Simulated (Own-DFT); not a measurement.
# Which defects push the lattice out? C40 NbSi2

Everything here is calculated. The program is Own-DFT (plane waves, in-house, since retired, never reviewed by a person); positions were held fixed, and spin and spin-orbit coupling were off.

Common settings: PBE; PseudoDojo norm-conserving scalar-relativistic files; cutoff 42 hartree; 4 x 4 x 5 k mesh centred on Gamma; cold (Marzari-Vanderbilt) smearing of 0.2 eV.

Keep in mind: forces on such cells failed a check on a denser k mesh; stress not checked against mesh or cutoff.

All runs share one cell, with vectors in Å (0.000, 8.324, 0.000); (-9.613, 0.000, 0.000); (0.000, 0.000, 6.586) and a volume of 527.0 Å³. Atoms were moved at random from their sites; u is the rms move along one axis. The defect's site can differ from row to row.

```
                    cell   formula   u (Å)  P (GPa)
               no defect  Nb12Si24  0.0212     1.53
               no defect  Nb12Si24  0.0501     2.76
               no defect  Nb12Si24  0.0525     2.82
two Nb on a Si site each  Nb14Si22  0.0354     7.71
two Nb on a Si site each  Nb14Si22  0.0440     8.12
two Nb on a Si site each  Nb14Si22  0.0542     8.54
two Si on a Nb site each  Nb10Si26  0.0286     1.38
two Si on a Nb site each  Nb10Si26  0.0300        ?
two Si on a Nb site each  Nb10Si26  0.0530     2.75
two Si on a Nb site each  Nb10Si26  0.0543     2.86
        two Nb vacancies  Nb10Si24  0.0325    -0.11
        two Nb vacancies  Nb10Si24  0.0471     0.21
        two Nb vacancies  Nb10Si24  0.0546     1.03
          one Si vacancy  Nb12Si23  0.0306     0.87
          one Si vacancy  Nb12Si23  0.0481     1.59
          one Si vacancy  Nb12Si23  0.0506     1.48
```

## Fit

P = P0 + c u² + a shift for each defect gives P0 = 1.28 GPa, c = 573 ± 45 GPa/Å² and a scatter of 0.15 GPa. The shifts, and each times the cell's volume:

- two Nb on a Si site each: 5.67 ± 0.12 GPa, 18.7 eV (9.3 eV for each of its 2 sites)
- two Si on a Nb site each: -0.21 ± 0.12 GPa, -0.7 eV (-0.3 eV for each of its 2 sites) (not resolved)
- one Si vacancy: -1.07 ± 0.12 GPa, -3.5 eV
- two Nb vacancies: -2.10 ± 0.12 GPa, -6.9 eV (-3.4 eV for each of its 2 sites)

Positive is outwards. The product with the volume (160.2 GPa Å³ to the eV) is nearly free of the cell's size; divided by the bulk modulus at the cell's pressure it gives the volume that the defect adds. The atoms around the defects weren't relaxed, which would change these numbers.

## The run left out

The question: what pressure belongs in the blank (two Si on a Nb site each, u = 0.0300 Å)?

From the fit: 1.59 ± 0.18 GPa. Computed: 1.62 GPa.
